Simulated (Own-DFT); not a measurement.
## Calculated data, Al16O23 (corundum with two vacancies, atoms displaced)

All values are calculated (Own-DFT development build). A calculation, not a measurement: plane-wave PBE density functional theory by an unreviewed code, no spin, of a simulated periodic cell, stress positive in tension, free energy of the whole cell less one offset for each atom, defect cell not probed for a lower state with spin; oxygen file: force components 24 meV/angstrom off all-electron in one glass; forces on such cells passed a denser k mesh, this cell's mesh not checked; offsets are fitted by least squares, one for each functional and potential file, so energies compare only between cells with the same atoms and settings and are not formation energies; the far tail of each file's local potential was reset to the Coulomb form; each entry is a single point on an unrelaxed cell, so the pressure reflects the starting lattice, mostly measured values, from which strain is counted, and rises with the displacements; printed positions are rounded, which can move forces by about a meV/angstrom; the program is a retired in-house code; no spin-orbit coupling; before rounding, a Quantum ESPRESSO 7.3.1 run of the same cell and cutoff gave forces within 1 meV/angstrom rms on each cell, which checks the program and not the settings.

```cif
# cell vector a (Å): 5.4940 0.0000 8.6604
# cell vector b (Å): -2.7470 4.7579 8.6604
# cell vector c (Å): -2.7470 -4.7579 8.6604
data_Al16O23
_symmetry_space_group_name_H-M 'P 1'
_symmetry_Int_Tables_number 1
_cell_length_a 10.2561
_cell_length_b 10.2560
_cell_length_c 10.2560
_cell_angle_alpha 55.280
_cell_angle_beta 55.280
_cell_angle_gamma 55.280
_cell_volume 679.15
loop_
_atom_site_label
_atom_site_type_symbol
_atom_site_fract_x
_atom_site_fract_y
_atom_site_fract_z
_atom_site_occupancy
Al1 Al 0.17450 0.17746 0.17336 1
Al2 Al 0.31574 0.32552 0.33126 1
Al3 Al 0.42765 0.42049 0.42654 1
Al4 Al 0.07534 0.08662 0.06377 1
O1 O 0.28024 0.47677 0.12003 1
O2 O 0.48371 0.12422 0.27240 1
O3 O 0.12962 0.28707 0.46910 1
O4 O 0.21406 0.02910 0.38056 1
O5 O 0.02809 0.37039 0.23413 1
O6 O 0.37669 0.20783 0.02838 1
Al5 Al 0.17924 0.17877 0.67759 1
Al6 Al 0.31193 0.32773 0.83694 1
Al7 Al 0.41979 0.43061 0.92727 1
Al8 Al 0.07967 0.06693 0.57493 1
O7 O 0.27872 0.47787 0.61674 1
O8 O 0.46573 0.12647 0.78585 1
O9 O 0.12333 0.28528 0.96651 1
O10 O 0.22907 0.01314 0.87795 1
O11 O 0.02961 0.37833 0.72340 1
O12 O 0.38113 0.22626 0.53379 1
Al9 Al 0.17739 0.67256 0.18886 1
Al10 Al 0.32466 0.82498 0.33024 1
Al11 Al 0.42161 0.93128 0.41399 1
Al12 Al 0.07003 0.56891 0.07552 1
O13 O 0.27313 0.97348 0.12548 1
O14 O 0.13885 0.77825 0.46647 1
O15 O 0.22401 0.52115 0.37442 1
O16 O 0.02621 0.87147 0.22495 1
O17 O 0.37736 0.72237 0.02368 1
Al13 Al 0.17282 0.67697 0.67453 1
Al14 Al 0.33702 0.81726 0.82796 1
Al15 Al 0.42655 0.93228 0.92183 1
Al16 Al 0.07521 0.57330 0.57672 1
O18 O 0.27795 0.96954 0.62494 1
O19 O 0.47474 0.61972 0.78246 1
O20 O 0.12963 0.77157 0.96792 1
O21 O 0.22561 0.53107 0.87242 1
O22 O 0.02290 0.88088 0.72859 1
O23 O 0.37649 0.73050 0.52871 1
Al17 Al 0.67213 0.17652 0.17587 1
Al18 Al 0.81857 0.32842 0.32726 1
Al19 Al 0.92214 0.43850 0.41696 1
Al20 Al 0.57092 0.06339 0.08155 1
O24 O 0.96669 0.12515 0.28278 1
O25 O 0.62755 0.27391 0.47660 1
O26 O 0.72975 0.02278 0.37570 1
O27 O 0.53082 0.38140 0.21164 1
O28 O 0.86903 0.22847 0.02477 1
Al21 Al 0.69299 0.16580 0.67248 1
Al22 Al 0.83567 0.31395 0.82746 1
Al23 Al 0.92718 0.42275 0.92709 1
Al24 Al 0.56947 0.07526 0.58305 1
O29 O 0.77664 0.46817 0.62687 1
O30 O 0.96351 0.11794 0.78683 1
O31 O 0.63329 0.27207 0.96866 1
O32 O 0.71929 0.02767 0.88534 1
O33 O 0.52596 0.37559 0.72354 1
O34 O 0.87519 0.22352 0.53000 1
Al25 Al 0.67894 0.67700 0.17502 1
Al26 Al 0.80158 0.83051 0.33894 1
Al27 Al 0.93557 0.92280 0.42012 1
Al28 Al 0.56105 0.57016 0.08711 1
O35 O 0.77991 0.96449 0.12630 1
O36 O 0.96743 0.61729 0.27974 1
O37 O 0.61366 0.77521 0.47968 1
O38 O 0.70554 0.54208 0.37905 1
O39 O 0.54164 0.86426 0.21807 1
O40 O 0.87029 0.72000 0.03780 1
Al29 Al 0.67419 0.67982 0.67500 1
Al30 Al 0.81810 0.81644 0.82714 1
Al31 Al 0.92984 0.93646 0.92048 1
Al32 Al 0.57829 0.57184 0.56633 1
O41 O 0.78353 0.96433 0.62967 1
O42 O 0.97134 0.63304 0.77691 1
O43 O 0.62952 0.77285 0.97254 1
O44 O 0.73094 0.52392 0.87079 1
O45 O 0.52255 0.88214 0.72067 1
O46 O 0.86941 0.71902 0.53070 1
_calc_functional 'PBE'
_calc_potential_files 'PseudoDojo norm-conserving, scalar-relativistic, standard set'
_calc_wave_cutoff 72  # hartree
_calc_occupations 'Fermi-Dirac'
_calc_smearing_width 0.1  # eV
_calc_k_mesh '3 x 3 x 3 centred on Gamma'
_calc_free_energy_of_cell_above_offsets '-49.262'  # eV
_calc_pressure 9.12  # GPa
_calc_stress_xx -8.2  # GPa
_calc_stress_yy -10.69  # GPa
_calc_stress_zz -8.47  # GPa
_calc_stress_yz -2.61  # GPa
_calc_stress_xz -0.6  # GPa
_calc_stress_xy -1.75  # GPa
```

Force:
```csv
element,x (eV/Å),y (eV/Å),z (eV/Å)
Al,-0.785,-1.227,0.27
Al,2.179,1.508,-0.29
Al,0.349,1.219,1.64
Al,-0.095,-2.422,-1.287
O,-0.164,-1.627,-0.012
O,-1.987,-0.98,-0.973
O,-1.24,-1.961,-1.197
O,1.681,1.229,-0.3
O,0.899,0.666,-1.263
O,-1.206,0.163,1.082
Al,0.827,-0.47,-1.119
Al,3.441,1.911,0.406
Al,2.252,0.036,0.798
Al,-1.497,0.01,1.017
O,-0.769,-1.156,0.636
O,0.614,0.493,-0.248
O,-0.428,-1.192,-0.326
O,-2.096,1.836,0.878
O,0.973,-0.778,-0.474
O,-0.607,0.021,-2.003
Al,-0.207,2.424,-2.503
Al,1.798,0.34,-1.261
Al,-0.246,-1.891,2.405
Al,-0.519,1.355,1.905
O,0.066,-0.032,0.473
O,-2.232,-0.64,-1.763
O,-0.838,-0.543,1.359
O,0.149,0.427,0.804
O,-0.255,-1.069,0.969
Al,0.076,0.374,1.781
Al,-1.327,-0.024,-2.98
Al,0.068,-1.645,0.257
Al,-0.014,0.578,-0.489
O,-0.12,0.883,0.728
O,-0.068,0.705,0.633
O,-0.465,0.125,0.766
O,-0.492,-0.651,-1.197
O,1.128,-0.325,-1.634
O,-0.531,-0.353,-1.733
Al,0.988,0.439,-0.096
Al,0.211,0.777,-0.718
Al,-0.451,-3.372,0.284
Al,1.323,2.313,1.22
O,0.792,0.991,0.326
O,-0.077,-0.018,-0.263
O,-1.717,0.468,0.009
O,-0.379,-2.971,-1.036
O,1.489,-1.325,1.211
Al,-2.554,-0.561,0.775
Al,-2.189,1.661,-1.786
Al,-2.591,0.907,0.339
Al,1.539,0.452,0.424
O,0.666,0.344,0.33
O,1.219,3.978,2.866
O,-1.259,-0.073,-0.181
O,0.866,0.81,-1.75
O,0.149,-0.189,-0.526
O,0.785,0.482,0.186
Al,0.835,-0.798,-1.69
Al,2.725,0.693,-0.731
Al,-0.631,-0.035,-0.379
Al,1.489,2.391,1.743
O,-0.763,-0.393,1.03
O,-0.436,2.233,2.314
O,0.374,1.044,1.058
O,3.131,0.033,-1.368
O,-3.175,0.341,0.346
O,1.052,0.379,-0.854
Al,-0.015,-1.912,-1.024
Al,-0.212,0.313,2.828
Al,0.104,-4.276,-1.927
Al,-2.644,-2.273,1.748
O,-0.231,0.826,-0.573
O,1.497,-0.875,-1.185
O,-1.31,-0.06,-0.878
O,-1.232,0.126,0.667
O,1.182,-0.361,0.238
O,1.136,0.177,1.269
```
